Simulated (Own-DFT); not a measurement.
# Computed records: Hf₃₆O₇₁ (tetragonal hafnia with one neutral oxygen vacancy, atoms displaced)

A calculation, not a measurement: plane-wave PBE and HSE06 DFT by an unreviewed code, no spin, of a simulated cell at Gamma alone, so results move with cell size and shape, stress positive in tension, energies less offsets, not probed for a lower state with spin; hafnium file: forces about 75 meV/angstrom off all-electron values; oxygen file: force components 24 meV/angstrom off all-electron in a glass; k mesh not checked against a denser one; forces and stress are PBE's, HSE06 gives the energy alone, and its difference from PBE has offsets of its own; offsets are fitted by least squares, one for each functional and potential file, so energies compare only between cells with the same atoms and settings and are not formation energies; the far tail of each file's local potential was reset to the Coulomb form; each entry is a single point on an unrelaxed cell, so the pressure reflects the starting lattice, taken from the Materials Project, from which strain is counted, and rises with the displacements; printed positions are rounded, which can move forces by about a meV/angstrom; the program is a retired in-house code; no spin-orbit coupling. Program: Own-DFT development build.

Common to all runs: first functional PBE; second functional HSE06; exact exchange share 0.25; screening 0.11 1/bohr; exchange divergence Gygi-Baldereschi; potential files PseudoDojo norm-conserving, scalar-relativistic, made for PBE, standard set; wave cutoff 48 hartree; occupations fixed; k mesh 1 x 1 x 1 centred on Gamma.

(1) 
```cif
# cell vector a (Å): 10.7800 0.0000 0.0000
# cell vector b (Å): 0.0000 10.7800 0.0000
# cell vector c (Å): 0.0000 0.0000 10.4493
data_Hf36O71
_symmetry_space_group_name_H-M 'P 1'
_symmetry_Int_Tables_number 1
_cell_length_a 10.7800
_cell_length_b 10.7800
_cell_length_c 10.4493
_cell_angle_alpha 90.000
_cell_angle_beta 90.000
_cell_angle_gamma 90.000
_cell_volume 1214.30
loop_
_atom_site_label
_atom_site_type_symbol
_atom_site_fract_x
_atom_site_fract_y
_atom_site_fract_z
_atom_site_occupancy
Hf1 Hf 0.00064 0.00564 0.00178 1
Hf2 Hf 0.16784 0.17315 0.25550 1
O1 O 0.00857 0.16270 0.14319 1
O2 O 0.16395 0.99799 0.35387 1
O3 O 0.99623 0.17600 0.40671 1
O4 O 0.18001 0.98875 0.08777 1
Hf3 Hf 0.99388 0.98827 0.50565 1
Hf4 Hf 0.17813 0.16968 0.73144 1
O5 O 0.00801 0.16819 0.64642 1
O6 O 0.17137 0.00929 0.83960 1
O7 O 0.00079 0.16649 0.88792 1
O8 O 0.17550 0.00488 0.59481 1
Hf5 Hf 0.99147 0.33398 0.99017 1
Hf6 Hf 0.17573 0.48851 0.25255 1
O9 O 0.99768 0.50537 0.13489 1
O10 O 0.17083 0.33730 0.34015 1
O11 O 0.99445 0.49880 0.40167 1
O12 O 0.16172 0.33053 0.10199 1
Hf7 Hf 0.00356 0.33664 0.50731 1
Hf8 Hf 0.17259 0.50605 0.75252 1
O13 O 0.00445 0.49321 0.65535 1
O14 O 0.17004 0.33828 0.84143 1
O15 O 0.01183 0.50361 0.88995 1
O16 O 0.15330 0.33573 0.59701 1
Hf9 Hf 0.00445 0.66159 0.98722 1
Hf10 Hf 0.17486 0.82911 0.25502 1
O17 O 0.98779 0.84362 0.15151 1
O18 O 0.17188 0.66116 0.34067 1
O19 O 0.99967 0.82856 0.40048 1
O20 O 0.17002 0.65179 0.09034 1
Hf11 Hf 0.00233 0.66714 0.50590 1
Hf12 Hf 0.16300 0.83506 0.75483 1
O21 O 0.00179 0.82660 0.64781 1
O22 O 0.16323 0.67876 0.84893 1
O23 O 0.99577 0.83317 0.91045 1
O24 O 0.16470 0.65933 0.58979 1
Hf13 Hf 0.33181 0.99588 0.00885 1
Hf14 Hf 0.49759 0.16161 0.25592 1
O25 O 0.34437 0.16584 0.13778 1
O26 O 0.50038 0.00011 0.34897 1
O27 O 0.32855 0.16918 0.40338 1
O28 O 0.50027 0.99354 0.11046 1
Hf15 Hf 0.33708 0.99189 0.49973 1
Hf16 Hf 0.49901 0.16427 0.74732 1
O29 O 0.33634 0.16510 0.64981 1
O30 O 0.49603 0.99726 0.84802 1
O31 O 0.33211 0.16598 0.89555 1
O32 O 0.49130 0.00584 0.59507 1
Hf17 Hf 0.31945 0.33777 0.01102 1
Hf18 Hf 0.50463 0.49587 0.25346 1
O33 O 0.34273 0.49853 0.15395 1
O34 O 0.49214 0.34531 0.34947 1
O35 O 0.32948 0.50464 0.40339 1
O36 O 0.49419 0.33879 0.09555 1
Hf19 Hf 0.32524 0.33968 0.49645 1
Hf20 Hf 0.49357 0.50021 0.74985 1
O37 O 0.33596 0.49208 0.64957 1
O38 O 0.50429 0.34233 0.83320 1
O39 O 0.32679 0.50668 0.90609 1
O40 O 0.49738 0.32285 0.60830 1
Hf21 Hf 0.32587 0.66641 0.98196 1
Hf22 Hf 0.50325 0.83344 0.25128 1
O41 O 0.33419 0.84585 0.14465 1
O42 O 0.49889 0.66574 0.34313 1
O43 O 0.33534 0.83318 0.41522 1
O44 O 0.50307 0.64699 0.09581 1
Hf23 Hf 0.34726 0.65854 0.50610 1
Hf24 Hf 0.49052 0.83134 0.74703 1
O45 O 0.49544 0.67521 0.84258 1
O46 O 0.33370 0.83141 0.90201 1
O47 O 0.49709 0.65615 0.58703 1
Hf25 Hf 0.66695 0.00054 0.99642 1
Hf26 Hf 0.82940 0.15248 0.24490 1
O48 O 0.66575 0.16973 0.15319 1
O49 O 0.82262 0.98932 0.36405 1
O50 O 0.66624 0.15308 0.39582 1
O51 O 0.84099 0.99886 0.09956 1
Hf27 Hf 0.66273 0.99388 0.49800 1
Hf28 Hf 0.83872 0.15951 0.74732 1
O52 O 0.66541 0.17629 0.65168 1
O53 O 0.84525 0.00698 0.86095 1
O54 O 0.67558 0.16445 0.89039 1
O55 O 0.83423 0.99997 0.61233 1
Hf29 Hf 0.67096 0.33989 0.00744 1
Hf30 Hf 0.82445 0.50434 0.23494 1
O56 O 0.67430 0.48865 0.15858 1
O57 O 0.83384 0.33014 0.34846 1
O58 O 0.66209 0.51450 0.40588 1
O59 O 0.82940 0.33021 0.09317 1
Hf31 Hf 0.66151 0.32474 0.49636 1
Hf32 Hf 0.82209 0.49959 0.75221 1
O60 O 0.65966 0.51058 0.63527 1
O61 O 0.83997 0.32416 0.84276 1
O62 O 0.66200 0.49742 0.89968 1
O63 O 0.83238 0.33848 0.60534 1
Hf33 Hf 0.66677 0.66860 0.98893 1
Hf34 Hf 0.82053 0.82211 0.25294 1
O64 O 0.67261 0.84008 0.15981 1
O65 O 0.84241 0.66266 0.34892 1
O66 O 0.67706 0.82380 0.40429 1
O67 O 0.83359 0.66178 0.07995 1
Hf35 Hf 0.65085 0.66175 0.50239 1
Hf36 Hf 0.82599 0.83654 0.76420 1
O68 O 0.67727 0.83103 0.64564 1
O69 O 0.84109 0.67356 0.83821 1
O70 O 0.65166 0.83535 0.89562 1
O71 O 0.83491 0.67124 0.60828 1
_calc_PBE_energy_of_cell_above_offsets '-89.129'  # eV
_calc_HSE06_less_PBE_above_offsets '0.482'  # eV
_calc_PBE_pressure 4.12  # GPa
_calc_PBE_stress_xx -4.42  # GPa
_calc_PBE_stress_yy -4.5  # GPa
_calc_PBE_stress_zz -3.44  # GPa
_calc_PBE_stress_yz 0.81  # GPa
_calc_PBE_stress_xz -1.21  # GPa
_calc_PBE_stress_xy 0.09  # GPa
```

Force:
| element | x (eV/Å) | y (eV/Å) | z (eV/Å) |
| --- | --- | --- | --- |
| Hf | 1.065 | -0.475 | -0.307 |
| Hf | -0.568 | -2.337 | -0.435 |
| O | -0.682 | -0.095 | 0.782 |
| O | 0.313 | 0.271 | -1.42 |
| O | 0.685 | -2.172 | -1.309 |
| O | -4.293 | 0.585 | 1.862 |
| Hf | 1.021 | 0.99 | -0.643 |
| Hf | -1.856 | -0.42 | 3.068 |
| O | -1.241 | -0.605 | 0.058 |
| O | -0.42 | -1.961 | 0.056 |
| O | 0.124 | 0.727 | 1.592 |
| O | -0.964 | -1.091 | 0.136 |
| Hf | 0.924 | -0.3 | -0.723 |
| Hf | -1.879 | 5.212 | -2.5 |
| O | -0.278 | -0.976 | 0.913 |
| O | 0.474 | -2.267 | 2.585 |
| O | 1.25 | -0.22 | 0.15 |
| O | -0.335 | 0.177 | 0.243 |
| Hf | -4.988 | 0.853 | -1.527 |
| Hf | -2.484 | -0.746 | -0.765 |
| O | -0.788 | 0.761 | 0.531 |
| O | 0.415 | -0.134 | 0.547 |
| O | -0.849 | -0.943 | 0.381 |
| O | 5.485 | -0.046 | 0.433 |
| Hf | 0.236 | 0.296 | 2.498 |
| Hf | -2.567 | 0.21 | -0.752 |
| O | 1.98 | -0.825 | 0.991 |
| O | 0.071 | 0.654 | -0.253 |
| O | 0.561 | 0.484 | 0.602 |
| O | 0.186 | 1.062 | -0.207 |
| Hf | -2.365 | -1.108 | -1.127 |
| Hf | 0.176 | 2.661 | -1.234 |
| O | 0.144 | 1.262 | 1.037 |
| O | 0.477 | -1.742 | -0.176 |
| O | 0.548 | 0.867 | -1.253 |
| O | 2.508 | 0.179 | 1.342 |
| Hf | 2.612 | 1.696 | -3.017 |
| Hf | -0.01 | 0.886 | -1.441 |
| O | -1.464 | 0.322 | 1.965 |
| O | -0.067 | -1.179 | 0.709 |
| O | 0.462 | 0.111 | -0.781 |
| O | 1.478 | 0.428 | -0.858 |
| Hf | -2.332 | 2.263 | 0.01 |
| Hf | -0.164 | 1.19 | 1.062 |
| O | 0.788 | 0.689 | -1.403 |
| O | 0.595 | -0.383 | -0.339 |
| O | 0.486 | 1.128 | 0.758 |
| O | 2.176 | -1.061 | 0.942 |
| Hf | 1.949 | -1.566 | -2.201 |
| Hf | -0.198 | 1.937 | -2.05 |
| O | -1.793 | -0.905 | 0.431 |
| O | 0.584 | -3.404 | 1.324 |
| O | 0.104 | -1.368 | -0.308 |
| O | 1.565 | -0.075 | -0.153 |
| Hf | 1.177 | -1.141 | 1.37 |
| Hf | 1.582 | -0.881 | -0.394 |
| O | -0.485 | 0.318 | -0.369 |
| O | -0.07 | -1.253 | 1.688 |
| O | 0.234 | -1.876 | -1.861 |
| O | -0.327 | 0.932 | -2.911 |
| Hf | 0.746 | 1.193 | 4.021 |
| Hf | -0.746 | 0.161 | -1.025 |
| O | 1.055 | -2.102 | 2.127 |
| O | -0.507 | 0.783 | 0.593 |
| O | 0.305 | -1.871 | -1.16 |
| O | 0.94 | 1.555 | -1.102 |
| Hf | -6.239 | 1.563 | -2.421 |
| Hf | 0.425 | 2.223 | 0.173 |
| O | 0.339 | -1.809 | -0.2 |
| O | 0.025 | 0.948 | -1.503 |
| O | 0.461 | 1.124 | 3.969 |
| Hf | -0.135 | 1.376 | 0.347 |
| Hf | 1.529 | 0.956 | 1.737 |
| O | -0.674 | -0.226 | -0.445 |
| O | 0.853 | 0.997 | -1.19 |
| O | -0.642 | 1.949 | 0.329 |
| O | -2.727 | 1.369 | 0.505 |
| Hf | 1.598 | -0.691 | 0.957 |
| Hf | 0.562 | 0.88 | -0.538 |
| O | 0.447 | -0.866 | -1.053 |
| O | -1.201 | -1.811 | -0.243 |
| O | -0.987 | -0.142 | 1.843 |
| O | -0.593 | 0.228 | -0.475 |
| Hf | -2.627 | -2.168 | -1.492 |
| Hf | 6.819 | -0.364 | 4.395 |
| O | -4.236 | -0.342 | -2.55 |
| O | -1.759 | 0.014 | -1.331 |
| O | -0.059 | -3.737 | -2.092 |
| O | 1.557 | -0.183 | 0.37 |
| Hf | 1.719 | 0.665 | 1.127 |
| Hf | 1.607 | -0.433 | -2.971 |
| O | 0.003 | -1.087 | 2.87 |
| O | -0.244 | 2.625 | 1.28 |
| O | 1.126 | 1.364 | -0.251 |
| O | -1.001 | 0.082 | -0.922 |
| Hf | -0.942 | -0.104 | 1.041 |
| Hf | 5.194 | 0.432 | 1.627 |
| O | -3.063 | -0.474 | -2.359 |
| O | -0.861 | -0.328 | -1.394 |
| O | -1.841 | 1.01 | -0.396 |
| O | -1.708 | 0.001 | 0.838 |
| Hf | 5.776 | 1.372 | -0.087 |
| Hf | 1.464 | 0.862 | -2.642 |
| O | -3.153 | 0.572 | 0.892 |
| O | -1.006 | -2.102 | 1.817 |
| O | 1.744 | -0.071 | 0.738 |
| O | -0.301 | -0.983 | -1.102 |

(2) 
```cif
# cell vector a (Å): 10.7800 0.0000 0.0000
# cell vector b (Å): 0.0000 10.7800 0.0000
# cell vector c (Å): 0.0000 0.0000 10.4493
data_Hf36O71
_symmetry_space_group_name_H-M 'P 1'
_symmetry_Int_Tables_number 1
_cell_length_a 10.7800
_cell_length_b 10.7800
_cell_length_c 10.4493
_cell_angle_alpha 90.000
_cell_angle_beta 90.000
_cell_angle_gamma 90.000
_cell_volume 1214.30
loop_
_atom_site_label
_atom_site_type_symbol
_atom_site_fract_x
_atom_site_fract_y
_atom_site_fract_z
_atom_site_occupancy
Hf1 Hf 0.99991 0.00172 0.00138 1
Hf2 Hf 0.16441 0.15999 0.24942 1
O1 O 0.00184 0.16714 0.14954 1
O2 O 0.17492 0.99264 0.34202 1
O3 O 0.00365 0.17711 0.39791 1
O4 O 0.16807 0.99674 0.09469 1
Hf3 Hf 0.99979 0.00626 0.49807 1
Hf4 Hf 0.16848 0.16750 0.75217 1
O5 O 0.99949 0.17622 0.64664 1
O6 O 0.17463 0.00244 0.84485 1
O7 O 0.99956 0.17310 0.90566 1
O8 O 0.16949 0.00304 0.60648 1
Hf5 Hf 0.00078 0.32963 0.01132 1
Hf6 Hf 0.17055 0.50218 0.24538 1
O9 O 0.99705 0.50136 0.15395 1
O10 O 0.17594 0.33623 0.34955 1
O11 O 0.99762 0.50519 0.39608 1
O12 O 0.16925 0.33433 0.09991 1
Hf7 Hf 0.99851 0.33236 0.50189 1
Hf8 Hf 0.16225 0.49716 0.75171 1
O13 O 0.00605 0.50699 0.64822 1
O14 O 0.16887 0.33330 0.85258 1
O15 O 0.99425 0.50201 0.90603 1
O16 O 0.16824 0.32802 0.59735 1
Hf9 Hf 0.99256 0.66666 0.99357 1
Hf10 Hf 0.17250 0.82983 0.24948 1
O17 O 0.99808 0.83138 0.15989 1
O18 O 0.15887 0.66374 0.34588 1
O19 O 0.99558 0.82569 0.40926 1
O20 O 0.17381 0.66968 0.09470 1
Hf11 Hf 0.00228 0.66804 0.50252 1
Hf12 Hf 0.16803 0.83605 0.75105 1
O21 O 0.99745 0.83483 0.64865 1
O22 O 0.16684 0.66289 0.84475 1
O23 O 0.99286 0.83064 0.89860 1
O24 O 0.17143 0.66142 0.59362 1
Hf13 Hf 0.33312 0.99147 0.00230 1
Hf14 Hf 0.50083 0.17438 0.24068 1
O25 O 0.33769 0.16940 0.15820 1
O26 O 0.50434 0.99656 0.34903 1
O27 O 0.32885 0.16989 0.39662 1
O28 O 0.49470 0.99738 0.09487 1
Hf15 Hf 0.33045 0.00025 0.49962 1
Hf16 Hf 0.50284 0.16605 0.75174 1
O29 O 0.34253 0.15955 0.65506 1
O30 O 0.50371 0.99459 0.85005 1
O31 O 0.33480 0.16125 0.90214 1
O32 O 0.49726 0.00072 0.59799 1
Hf17 Hf 0.33311 0.33415 0.99385 1
Hf18 Hf 0.49774 0.50314 0.25883 1
O33 O 0.33164 0.49333 0.15469 1
O34 O 0.32859 0.49296 0.40688 1
O35 O 0.49611 0.32773 0.10138 1
Hf19 Hf 0.33473 0.33263 0.50029 1
Hf20 Hf 0.49613 0.50112 0.75620 1
O36 O 0.32510 0.49761 0.65231 1
O37 O 0.49635 0.33496 0.85214 1
O38 O 0.33998 0.49380 0.89981 1
O39 O 0.49920 0.33121 0.60411 1
Hf21 Hf 0.32810 0.66511 0.99999 1
Hf22 Hf 0.49731 0.83564 0.24348 1
O40 O 0.34222 0.83223 0.14721 1
O41 O 0.49854 0.66294 0.34695 1
O42 O 0.33112 0.83384 0.40489 1
O43 O 0.49587 0.67830 0.09891 1
Hf23 Hf 0.32538 0.66894 0.49336 1
Hf24 Hf 0.48908 0.83176 0.74340 1
O44 O 0.33526 0.83583 0.66539 1
O45 O 0.50397 0.67119 0.83861 1
O46 O 0.33253 0.83498 0.90165 1
O47 O 0.49813 0.66913 0.59851 1
Hf25 Hf 0.66858 0.00009 0.99728 1
Hf26 Hf 0.84532 0.17032 0.24974 1
O48 O 0.66283 0.16395 0.15532 1
O49 O 0.82918 0.99749 0.34561 1
O50 O 0.66185 0.16774 0.39347 1
O51 O 0.84267 0.00718 0.10206 1
Hf27 Hf 0.67153 0.00203 0.50677 1
Hf28 Hf 0.84108 0.15350 0.74597 1
O52 O 0.66166 0.16496 0.64683 1
O53 O 0.83085 0.00204 0.84804 1
O54 O 0.66920 0.17558 0.89489 1
O55 O 0.83079 0.00004 0.60318 1
Hf29 Hf 0.66934 0.33252 0.00215 1
Hf30 Hf 0.83880 0.50045 0.25185 1
O56 O 0.66927 0.50714 0.15463 1
O57 O 0.83063 0.33580 0.34706 1
O58 O 0.66924 0.50237 0.41352 1
O59 O 0.82768 0.32689 0.09810 1
Hf31 Hf 0.67173 0.33837 0.49899 1
Hf32 Hf 0.82810 0.51039 0.75058 1
O60 O 0.66380 0.49788 0.64877 1
O61 O 0.83686 0.33496 0.84247 1
O62 O 0.67367 0.50212 0.91023 1
O63 O 0.83013 0.33895 0.59822 1
Hf33 Hf 0.67172 0.66748 0.00344 1
Hf34 Hf 0.84610 0.82560 0.25635 1
O64 O 0.66224 0.83698 0.15215 1
O65 O 0.82826 0.66403 0.34621 1
O66 O 0.66440 0.82720 0.40360 1
O67 O 0.82896 0.67332 0.08643 1
Hf35 Hf 0.66324 0.66646 0.50338 1
Hf36 Hf 0.83532 0.82504 0.76227 1
O68 O 0.65689 0.83397 0.65908 1
O69 O 0.83249 0.66203 0.84575 1
O70 O 0.66243 0.83707 0.90290 1
O71 O 0.83789 0.66358 0.59625 1
_calc_PBE_energy_of_cell_above_offsets '-95.822'  # eV
_calc_HSE06_less_PBE_above_offsets '0.140'  # eV
_calc_PBE_pressure 2.68  # GPa
_calc_PBE_stress_xx -2.56  # GPa
_calc_PBE_stress_yy -2.18  # GPa
_calc_PBE_stress_zz -3.28  # GPa
_calc_PBE_stress_yz 0.01  # GPa
_calc_PBE_stress_xz 0.28  # GPa
_calc_PBE_stress_xy -0.04  # GPa
```

Force:
| element | x (eV/Å) | y (eV/Å) | z (eV/Å) |
| --- | --- | --- | --- |
| Hf | -0.174 | 0.329 | -0.274 |
| Hf | 3.116 | 2.235 | 0.34 |
| O | 0.87 | 0.166 | -0.294 |
| O | -1.323 | 0.759 | 0.919 |
| O | -0.131 | -2.41 | -0.464 |
| O | -1.077 | -0.042 | 0.673 |
| Hf | -0.44 | -1.326 | 0.799 |
| Hf | 1.659 | 0.649 | -0.503 |
| O | 0.401 | -1.239 | -0.084 |
| O | -1.318 | -0.76 | 0.474 |
| O | 0.224 | -1.885 | -0.516 |
| O | -1.422 | -0.146 | -1.464 |
| Hf | -0.4 | 1.36 | -1.694 |
| Hf | -0.644 | -1.925 | 1.158 |
| O | 0.654 | 0.13 | -0.938 |
| O | -1.291 | -0.413 | -0.969 |
| O | -0.153 | -0.988 | 0.794 |
| O | -0.835 | -0.122 | -0.065 |
| Hf | 0.383 | 2.527 | 0.485 |
| Hf | 0.729 | -0.311 | -0.727 |
| O | -0.946 | -0.476 | 0.538 |
| O | -0.253 | -0.066 | -0.17 |
| O | 0.444 | -0.294 | 0.124 |
| O | -0.736 | -0.292 | 0.443 |
| Hf | 1.484 | -1.016 | 0.844 |
| Hf | 0.341 | -0.615 | -0.69 |
| O | 2.191 | -0.134 | -1.246 |
| O | 1.032 | 0.991 | -0.16 |
| O | 0.15 | 2.733 | -1.015 |
| O | -2.25 | 0.077 | 0.626 |
| Hf | -0.042 | -1.942 | 0.456 |
| Hf | -0.217 | -0.226 | -0.121 |
| O | 0.607 | 0.161 | 0.954 |
| O | -0.108 | 0.868 | 0.323 |
| O | 0.287 | 0.814 | 0.399 |
| O | -0.843 | 1.249 | 0.408 |
| Hf | 1.336 | 1.611 | -0.904 |
| Hf | 0.554 | -0.506 | 2.598 |
| O | -2.605 | -0.594 | -0.916 |
| O | -0.874 | 0.403 | -0.514 |
| O | 0.086 | -1.091 | 1.094 |
| O | 1.119 | 0.234 | 0.04 |
| Hf | 2.373 | 1.741 | -0.045 |
| Hf | 0.227 | -0.238 | 0.217 |
| O | -2.196 | 0.329 | -0.193 |
| O | 0.046 | 1.007 | -0.119 |
| O | -0.341 | 0.616 | 0.398 |
| O | 0.002 | -0.418 | -0.484 |
| Hf | 0.728 | -1.604 | 0.866 |
| Hf | 0.626 | -1.39 | -0.99 |
| O | 0.943 | 0.847 | -0.435 |
| O | 0.666 | 2.172 | -0.944 |
| O | 0.926 | 0.579 | -0.233 |
| Hf | 0.371 | -0.668 | 0.457 |
| Hf | -0.32 | -0.335 | -1.569 |
| O | 1.007 | 0.082 | 0.615 |
| O | 0.296 | -0.137 | 0.036 |
| O | -0.393 | 2.009 | 0.389 |
| O | 0.233 | 0.371 | -1.023 |
| Hf | 2.577 | 0.084 | -0.973 |
| Hf | 2.736 | 0.506 | 1.57 |
| O | -3.484 | 0.22 | 0.235 |
| O | -0.52 | 0.79 | 0.403 |
| O | -0.617 | -0.404 | -0.486 |
| O | 0.238 | -1.268 | -1.025 |
| Hf | 2.188 | -1.793 | 0.914 |
| Hf | 4.004 | 0.761 | 2.084 |
| O | -4.042 | -0.052 | -3.074 |
| O | -0.298 | -1.28 | 1.255 |
| O | -0.741 | -1.423 | 0.086 |
| O | -1.312 | -0.262 | -0.786 |
| Hf | -1.267 | 0.289 | 0.703 |
| Hf | -3.914 | -0.788 | 0.294 |
| O | 1.921 | -0.103 | -1.353 |
| O | 1.382 | 0.636 | 0.788 |
| O | 0.473 | 0.47 | 1.366 |
| O | -0.545 | -0.215 | -0.851 |
| Hf | -2.988 | -0.166 | -1.96 |
| Hf | -2.537 | 3.529 | 0.339 |
| O | 1.792 | -0.496 | 0.245 |
| O | 0.589 | -1.334 | 0.91 |
| O | -0.003 | -1.344 | 0.787 |
| O | 2.149 | 0.408 | -0.286 |
| Hf | -1.269 | -0.156 | -0.695 |
| Hf | -1.266 | -0.158 | 0.699 |
| O | -0.499 | -0.117 | 0.611 |
| O | 0.523 | -0.276 | 0.056 |
| O | -0.458 | -0.152 | -1.624 |
| O | 1.72 | -0.027 | 0.786 |
| Hf | -1.73 | -1.604 | 0.387 |
| Hf | 0.133 | -4.518 | -1.656 |
| O | 0.052 | 0.579 | 1.525 |
| O | 0.066 | -0.08 | -0.062 |
| O | -0.272 | -0.195 | -0.831 |
| O | 1.42 | -0.258 | -0.535 |
| Hf | -3.987 | 0.802 | -0.175 |
| Hf | -3.902 | 1.093 | 0.473 |
| O | 1.869 | 0.166 | -0.033 |
| O | 0.471 | -0.071 | -0.255 |
| O | 0.52 | 0.628 | 0.704 |
| O | 2.426 | 0.219 | 1.623 |
| Hf | -0.265 | 1.102 | 0.238 |
| Hf | -1.673 | 1.774 | -2.54 |
| O | 2.623 | -0.116 | -0.446 |
| O | 0.178 | 1.789 | 1.599 |
| O | 1.793 | -0.945 | 0.464 |
| O | -1.03 | 0.321 | 0.804 |
